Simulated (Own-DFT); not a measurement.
## Calculated data, GaP (zincblende, strained, atoms displaced), SiC (2H silicon carbide, atoms displaced)

All values are calculated (Own-DFT development build). A calculation, not a measurement: plane-wave PBE density functional theory by an unreviewed code, no spin, of a simulated periodic cell, stress positive in tension, free energy of the whole cell less one offset for each atom, forces on such cells passed a denser k mesh, this cell's mesh not checked; offsets are fitted by least squares, one for each functional and potential file, so energies compare only between cells with the same atoms and settings and are not formation energies; the far tail of each file's local potential was reset to the Coulomb form; each entry is a single point on an unrelaxed cell, so the pressure reflects the starting lattice, mostly measured values (interpolated for alloys), from which strain is counted, and rises with the displacements; printed positions are rounded, which can move forces by about a meV/angstrom; the program, named Own-DFT, is a retired in-house code; no spin-orbit coupling.

Settings shared by all entries: functional PBE; potential files PseudoDojo norm-conserving, scalar-relativistic, standard set; wave cutoff 42 hartree; occupations Fermi-Dirac; smearing width 0.1 eV; hardware one NVIDIA H100.

```json
{"entry": 1, "formula": "GaP", "kind": "zincblende, strained, atoms displaced", "structure": {"cell_angstrom": [[10.862, 0.0, 0.0], [0.0, 10.862, 0.0], [0.0, 0.0, 10.9439]], "atoms_fractional": [["Ga", 0.99326, 0.00164, 0.01093], ["Ga", 0.99795, 0.26495, 0.25168], ["Ga", 0.25606, 0.00795, 0.25644], ["Ga", 0.25071, 0.25257, 0.00184], ["P", 0.12538, 0.13954, 0.13698], ["P", 0.12352, 0.37858, 0.38578], ["P", 0.3751, 0.13845, 0.38245], ["P", 0.37686, 0.3882, 0.12451], ["Ga", 0.01452, 0.00435, 0.49792], ["Ga", 0.00349, 0.24484, 0.7427], ["Ga", 0.23697, 0.98548, 0.7572], ["Ga", 0.25918, 0.24084, 0.5013], ["P", 0.13025, 0.12595, 0.63867], ["P", 0.12217, 0.38614, 0.87201], ["P", 0.36294, 0.12708, 0.87123], ["P", 0.37578, 0.37484, 0.62706], ["Ga", 0.99213, 0.50346, 0.00445], ["Ga", 0.00113, 0.74762, 0.24552], ["Ga", 0.24486, 0.49252, 0.24536], ["Ga", 0.24428, 0.75771, 0.01292], ["P", 0.14082, 0.62933, 0.11722], ["P", 0.11943, 0.86071, 0.37404], ["P", 0.38388, 0.61526, 0.38201], ["P", 0.36923, 0.87894, 0.12591], ["Ga", 0.00893, 0.49345, 0.48293], ["Ga", 0.99199, 0.75597, 0.74548], ["Ga", 0.26647, 0.50311, 0.74261], ["Ga", 0.23847, 0.74999, 0.50194], ["P", 0.14003, 0.62447, 0.62093], ["P", 0.13641, 0.87025, 0.8764], ["P", 0.38331, 0.61201, 0.87983], ["P", 0.39339, 0.88138, 0.62565], ["Ga", 0.51038, 0.00944, 0.99562], ["Ga", 0.50153, 0.2567, 0.26153], ["Ga", 0.74845, 0.00806, 0.24286], ["Ga", 0.75775, 0.25714, 0.00105], ["P", 0.63066, 0.11111, 0.11839], ["P", 0.63398, 0.3603, 0.37082], ["P", 0.86856, 0.13561, 0.37366], ["P", 0.86625, 0.38679, 0.12976], ["Ga", 0.50542, 0.00111, 0.48917], ["Ga", 0.50558, 0.25146, 0.75969], ["Ga", 0.75484, 0.00118, 0.76104], ["Ga", 0.75331, 0.25539, 0.51214], ["P", 0.61975, 0.1276, 0.62809], ["P", 0.63861, 0.37551, 0.87474], ["P", 0.88024, 0.13588, 0.8759], ["P", 0.88301, 0.36427, 0.63835], ["Ga", 0.50128, 0.49807, 0.00941], ["Ga", 0.5069, 0.74955, 0.2606], ["Ga", 0.74801, 0.50332, 0.24649], ["Ga", 0.74985, 0.74554, 0.01258], ["P", 0.63123, 0.63915, 0.12154], ["P", 0.62712, 0.85203, 0.37686], ["P", 0.88869, 0.61734, 0.3696], ["P", 0.86882, 0.86452, 0.11333], ["Ga", 0.48941, 0.50634, 0.50795], ["Ga", 0.50293, 0.75632, 0.7403], ["Ga", 0.75025, 0.48762, 0.74779], ["Ga", 0.75199, 0.75282, 0.50126], ["P", 0.61399, 0.62627, 0.63091], ["P", 0.62933, 0.88392, 0.88024], ["P", 0.88045, 0.62228, 0.87699], ["P", 0.86761, 0.86811, 0.63075]]}, "settings": {"k_mesh": "3 x 3 x 3 centred on Gamma"}, "results": {"free_energy_of_cell_above_offsets [eV]": "-26.841", "pressure [GPa]": 5.06, "stress_xx [GPa]": -5.19, "stress_yy [GPa]": -5.15, "stress_zz [GPa]": -4.84, "stress_yz [GPa]": 0.53, "stress_xz [GPa]": 0.02, "stress_xy [GPa]": 0.13, "force_element": ["Ga", "Ga", "Ga", "Ga", "P", "P", "P", "P", "Ga", "Ga", "Ga", "Ga", "P", "P", "P", "P", "Ga", "Ga", "Ga", "Ga", "P", "P", "P", "P", "Ga", "Ga", "Ga", "Ga", "P", "P", "P", "P", "Ga", "Ga", "Ga", "Ga", "P", "P", "P", "P", "Ga", "Ga", "Ga", "Ga", "P", "P", "P", "P", "Ga", "Ga", "Ga", "Ga", "P", "P", "P", "P", "Ga", "Ga", "Ga", "Ga", "P", "P", "P", "P"], "force_x [eV/angstrom]": [1.046, -0.44, -0.77, -0.346, -0.19, 2.657, 1.259, -0.027, -1.339, 0.788, 2.702, -1.794, 0.603, 0.367, 1.065, 0.682, 1.288, -0.043, 0.419, 2.113, -2.722, 0.71, -2.169, 1.728, -1.724, 1.645, -1.298, 2.691, -2.349, -3.076, -0.257, -2.83, -2.435, -0.433, 0.995, -0.307, -0.512, 0.246, 0.919, 1.269, 0.449, -0.743, -0.247, -0.292, 0.886, -1.823, 0.242, -0.479, 1.65, -2.162, -0.837, 0.366, -2.195, 0.894, -1.722, 1.65, 1.725, 0.03, 0.581, 0.49, 2.346, -0.134, -1.271, 0.464], "force_y [eV/angstrom]": [0.481, -0.253, -0.429, 0.736, -1.016, -2.808, -2.295, -2.471, -0.13, 0.488, 1.475, 1.812, -0.952, -0.733, -0.271, -1.203, -0.086, -0.362, 1.115, -0.025, -1.731, 2.133, 1.522, 0.552, 1.989, -1.408, 0.091, 0.478, -0.731, -0.799, 2.247, 0.47, -0.832, -0.634, -1.863, -0.722, 3.243, 2.525, -0.909, -0.963, -0.043, -0.036, 0.606, -0.71, -0.542, -0.34, -1.068, 2.003, 0.753, -1.127, 0.621, 0.353, -2.454, 3.83, 0.762, 1.831, -1.621, -0.305, 1.938, -2.039, -1.052, -1.704, 0.615, 1.999], "force_z [eV/angstrom]": [-0.801, 0.337, -0.024, -0.409, -0.475, -2.337, -1.614, 0.773, 0.072, 2.243, -1.612, 1.946, -1.813, 0.018, 0.465, -0.215, -0.171, -1.031, 1.148, -1.978, 1.776, -0.233, -1.901, 0.692, 3.77, 0.833, 1.145, -0.424, 1.078, 1.244, -0.292, -0.832, -0.674, -2.128, 1.36, 0.321, 0.605, 1.319, 0.284, -0.59, 0.515, -0.296, -0.709, -0.075, -0.127, 1.292, 0.356, -2.382, -1.077, -1.751, 1.048, -3.944, 1.859, 0.038, 0.307, 2.536, 0.236, 2.657, -0.278, 0.566, -0.848, -0.311, -0.62, -0.865], "wall_time [s]": 570.2}}
{"entry": 2, "formula": "SiC", "kind": "2H silicon carbide, atoms displaced", "structure": {"cell_angstrom": [[9.2481, 0.0, 0.0], [-4.6241, 8.0091, 0.0], [0.0, 0.0, 10.0681]], "atoms_fractional": [["Si", 0.99265, 0.99266, 0.00448], ["Si", 0.11127, 0.23328, 0.25493], ["C", 0.0011, 0.00134, 0.18251], ["C", 0.0982, 0.21301, 0.42919], ["Si", 0.01426, 0.01159, 0.48808], ["Si", 0.11492, 0.21442, 0.75167], ["C", 0.98593, 0.99881, 0.67551], ["C", 0.11283, 0.22448, 0.93179], ["Si", 0.00616, 0.33122, 0.99535], ["Si", 0.11291, 0.55378, 0.25101], ["C", 0.00301, 0.33283, 0.18546], ["C", 0.10944, 0.55797, 0.43533], ["Si", 0.00925, 0.33408, 0.50116], ["Si", 0.11922, 0.55002, 0.73281], ["C", 0.98437, 0.31793, 0.68634], ["C", 0.11613, 0.55904, 0.927], ["Si", 0.98871, 0.659, 0.00628], ["Si", 0.108, 0.8882, 0.25737], ["C", 0.008, 0.66698, 0.18513], ["C", 0.12341, 0.9037, 0.42411], ["Si", 1.0, 0.67631, 0.49802], ["Si", 0.12448, 0.88763, 0.75339], ["C", 0.99784, 0.66569, 0.69525], ["C", 0.11891, 0.8917, 0.93037], ["Si", 0.33749, 0.99704, 0.01225], ["Si", 0.45212, 0.22578, 0.26091], ["C", 0.33431, 0.00512, 0.18488], ["C", 0.44459, 0.21096, 0.43934], ["Si", 0.33696, 0.99614, 0.50307], ["Si", 0.44421, 0.23023, 0.75551], ["C", 0.3345, 0.00179, 0.69518], ["C", 0.45561, 0.23372, 0.9295], ["Si", 0.33465, 0.34008, 0.99967], ["Si", 0.43654, 0.5537, 0.24651], ["C", 0.33547, 0.33126, 0.1729], ["C", 0.4378, 0.54826, 0.43523], ["Si", 0.32815, 0.33006, 0.50107], ["Si", 0.4516, 0.55576, 0.75284], ["C", 0.33534, 0.33102, 0.69075], ["C", 0.44883, 0.55634, 0.94311], ["Si", 0.32627, 0.66454, 0.99196], ["Si", 0.43985, 0.88925, 0.25508], ["C", 0.33256, 0.66288, 0.19545], ["C", 0.44358, 0.87844, 0.43569], ["Si", 0.31026, 0.65484, 0.49989], ["Si", 0.43443, 0.89109, 0.75398], ["C", 0.33614, 0.67562, 0.69163], ["C", 0.44544, 0.88357, 0.93968], ["Si", 0.67264, 0.99848, 0.98775], ["Si", 0.77625, 0.22477, 0.26262], ["C", 0.66621, 0.00785, 0.19036], ["C", 0.78786, 0.23752, 0.4285], ["Si", 0.67243, 0.02185, 0.50408], ["Si", 0.77892, 0.23295, 0.74514], ["C", 0.66218, 0.98784, 0.69018], ["C", 0.77996, 0.2196, 0.95037], ["Si", 0.66596, 0.33348, 0.99573], ["Si", 0.78061, 0.55479, 0.25242], ["C", 0.6597, 0.33499, 0.18648], ["C", 0.77039, 0.56237, 0.42938], ["Si", 0.65499, 0.32346, 0.51444], ["Si", 0.77701, 0.54384, 0.7533], ["C", 0.65176, 0.31283, 0.68914], ["C", 0.77795, 0.55603, 0.94264], ["Si", 0.66953, 0.67855, 0.00757], ["Si", 0.76805, 0.88493, 0.26017], ["C", 0.67132, 0.66069, 0.17759], ["C", 0.77394, 0.88869, 0.44029], ["Si", 0.67024, 0.67285, 0.49515], ["Si", 0.78086, 0.89046, 0.75431], ["C", 0.67326, 0.66084, 0.6888], ["C", 0.7831, 0.89036, 0.93846]]}, "settings": {"k_mesh": "4 x 4 x 3 centred on Gamma"}, "results": {"free_energy_of_cell_above_offsets [eV]": "-2.022", "pressure [GPa]": 6.28, "stress_xx [GPa]": -4.06, "stress_yy [GPa]": -2.33, "stress_zz [GPa]": -12.45, "stress_yz [GPa]": 0.77, "stress_xz [GPa]": -0.82, "stress_xy [GPa]": -0.74, "force_element": ["Si", "Si", "C", "C", "Si", "Si", "C", "C", "Si", "Si", "C", "C", "Si", "Si", "C", "C", "Si", "Si", "C", "C", "Si", "Si", "C", "C", "Si", "Si", "C", "C", "Si", "Si", "C", "C", "Si", "Si", "C", "C", "Si", "Si", "C", "C", "Si", "Si", "C", "C", "Si", "Si", "C", "C", "Si", "Si", "C", "C", "Si", "Si", "C", "C", "Si", "Si", "C", "C", "Si", "Si", "C", "C", "Si", "Si", "C", "C", "Si", "Si", "C", "C"], "force_x [eV/angstrom]": [2.453, 1.808, -0.667, 1.634, -2.268, -1.694, 3.503, 0.695, -0.957, -0.105, -1.27, -2.094, -2.326, -2.549, 3.226, -1.45, 2.54, 0.374, -0.978, 0.027, -0.742, -3.492, 1.259, -0.854, -0.615, -1.364, -0.054, -1.202, 0.233, 0.103, -0.248, -1.245, 0.925, 2.415, -0.696, -0.377, 0.929, -0.5, -1.348, -0.754, 1.335, 0.882, -1.102, -0.901, 4.929, 2.704, 1.177, -0.305, -1.512, -0.188, 0.364, -0.618, 1.082, 0.706, -1.553, -0.385, 0.483, -0.345, 1.884, 1.919, 1.016, -0.661, 0.183, -0.776, 0.546, 0.559, -1.428, 0.387, -1.438, 0.024, -0.813, -0.429], "force_y [eV/angstrom]": [1.663, -1.755, -0.2, 3.542, -3.959, -0.436, 0.655, -1.082, 1.185, -0.18, 0.675, -1.245, -0.136, -0.138, 2.531, -1.531, 1.466, 0.666, -0.072, -1.367, -0.724, -0.429, -0.472, -0.43, 0.84, -0.406, -0.484, 1.236, -0.694, -2.383, 1.171, -1.521, -1.396, -0.863, 0.072, 0.248, -0.011, 0.805, 0.753, 1.137, -0.237, 0.184, 1.324, 1.446, 2.626, -0.038, -1.803, 1.137, 0.157, 0.072, -1.452, -0.323, -3.497, -4.243, 2.213, 1.335, 0.093, -0.245, 0.068, -1.027, 2.182, 1.449, 2.929, -0.254, -2.083, 0.645, 1.184, 1.671, -0.82, -1.351, 0.182, -0.252], "force_z [eV/angstrom]": [-1.471, -4.238, 2.904, 1.846, 2.075, -0.894, 1.0, 1.155, 0.449, -1.264, 0.62, 0.526, -0.339, 3.017, -1.145, 0.677, -2.516, -6.137, 2.026, 5.536, 0.378, -0.839, -2.426, 3.299, -3.827, -3.432, 3.367, 1.551, -0.226, -0.68, -2.143, 2.721, -1.972, -0.33, 5.246, 0.628, -0.464, -0.086, -1.223, -1.201, 1.785, -1.804, -1.994, 1.848, 0.564, 0.186, -1.722, -0.081, 2.994, -6.913, -0.161, 6.399, -0.577, 2.996, 0.277, -2.991, 1.818, -2.323, 0.765, 2.754, -4.141, 0.237, 0.571, -0.93, -2.981, -2.892, 4.656, 0.352, 1.48, -1.599, -0.146, -0.601], "wall_time [s]": 352.3}}
```
